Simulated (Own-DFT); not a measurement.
# Strain and stress in C40 NbSi2, 36 atoms (Nb12Si24)

Everything here is calculated. The program is Own-DFT (plane waves, in-house, since retired, never reviewed by a person); positions were held fixed, and spin and spin-orbit coupling were off.

Common settings: PBE; PseudoDojo norm-conserving scalar-relativistic files; cutoff 42 hartree; 4 x 4 x 5 k mesh centred on Gamma; cold (Marzari-Vanderbilt) smearing of 0.2 eV.

Caveats: forces on such cells failed a check on a denser k mesh; stress not checked against mesh or cutoff.

Unstrained cell vectors in Å: (0.000, 8.324, 0.000); (-9.613, 0.000, 0.000); (0.000, 0.000, 6.586). The unstrained cell was taken from the Materials Project. The random moves and any unrelaxed bonds add to the pressure at no strain. A uniform strain is put on this cell, atoms riding along. All atoms carry random offsets, Gaussian with a width of 0.05 Å per axis. Strains are tensor components in per cent; tension counts as positive stress, and P is minus the mean normal stress.

```
run  e_xx (%)  e_yy (%)  e_zz (%)  e_yz (%)  e_xz (%)  e_xy (%)  s_xx (GPa)  s_yy (GPa)  s_zz (GPa)  s_yz (GPa)  s_xz (GPa)  s_xy (GPa)  P (GPa)  E (meV/atom)
  1      1.69      1.60     -0.93     -1.52      0.60     -0.01        3.73        4.11       -5.61       -4.66        2.19       -0.16    -0.75           5.6
  2     -0.40     -1.41     -0.84     -1.10     -0.99      1.05       -6.30       -8.97       -9.28       -4.44       -4.03        2.63     8.18          25.4
  3     -0.74     -1.34     -1.86      1.59      1.75      0.17       -8.29       -9.33      -15.63        5.17        5.49        0.60    11.08          39.1
  4     -0.78      1.97     -0.76     -0.67      0.52      1.84       -4.06        3.47       -6.70       -2.45        2.04        5.47     2.43          12.7
  5      0.71     -1.87     -1.97      1.11      0.74      0.96       -3.00      -10.77      -15.35        4.46        2.44        3.12     9.71          34.4
  6     -1.47     -1.27      1.35      0.31     -1.62     -0.15       -7.78       -7.45       -0.48        1.05       -4.86       -0.68     5.24          19.2
  7     -1.79      0.00     -1.79      0.84     -0.22      0.85      -11.01       -5.25      -14.53        3.14        0.19        2.76    10.27          27.6
  8      1.16     -1.39     -0.24     -0.11      0.58      1.04        0.75       -6.28       -5.07       -0.84        1.78        3.18     3.53           0.0
  9     -0.91      1.97     -0.52      1.50     -0.60     -1.83       -5.32        3.86       -6.04        4.72       -1.40       -4.99     2.50          20.6
 10      0.37     -0.66     -1.71     -1.09     -0.69     -0.98       -2.73       -6.07      -12.41       -2.63       -2.42       -2.93     7.07          16.2
 11      1.81     -0.85     -1.22     -0.89     -1.15      1.20        2.23       -6.28       -8.55       -2.82       -3.89        3.47     4.20          22.4
 12      0.75      1.02      0.61      1.01      1.18      1.98        0.91        1.64        0.17        3.37        3.34        5.16    -0.91          14.7
 13     -1.00      0.02     -1.18     -0.07     -1.21      1.46       -7.88       -3.76      -10.39        0.50       -3.75        4.63     7.34          21.5
 14      1.36     -0.92      0.85     -0.39      0.05      0.71        2.10       -3.51        0.34       -1.06        0.15        1.88     0.36           3.1
 15     -0.79     -0.93     -0.91      1.33      0.65     -1.05           ?           ?           ?           ?           ?           ?        ?             ?
```

The last column gives the free energy per atom over the lowest of the runs shown.

## Worked fit

Each stress component was fitted by least squares to a constant and the strains of the runs shown, as fractions, with shears doubled. Shear strains stay in the fit of a normal stress only where such slopes are resolved. The slopes, in GPa:

| stress | at no strain | per e_xx | per e_yy | per e_zz | scatter |
|---|---|---|---|---|---|
| s_xx | -2.8 | 371 ± 10 | 74 ± 9 | 82 ± 11 | 0.43 |
| s_yy | -2.5 | 71 ± 12 | 369 ± 11 | 85 ± 14 | 0.53 |
| s_zz | -4.2 | 102 ± 10 | 90 ± 9 | 480 ± 12 | 0.44 |

The slope of each shear stress on twice its own strain, from a fit on all six strains: yz 170 ± 12, xz 158 ± 9, xy 145 ± 4 GPa. These are stiffnesses along x, y and z of the frame in which the cell vectors are given, which need not be the crystal's axes. The atoms are held to the strained lattice; where symmetry lets them move under strain, relaxing them would lower some slopes. The table should be nearly symmetric about its diagonal, and what it lacks of that shows the noise. A ninth of the table's sum, 191 ± 5 GPa, estimates the bulk modulus near the mean pressure of these runs, 5.0 GPa, so it lies above the value at zero pressure.

## Check

Asked: what normal stresses and pressure should run 15 give?

From the fit: s_xx = -7.1, s_yy = -7.2, s_zz = -10.2 and P = 8.2 GPa. DFT gave -6.34, -7.23, -10.07 and P = 7.88 GPa.
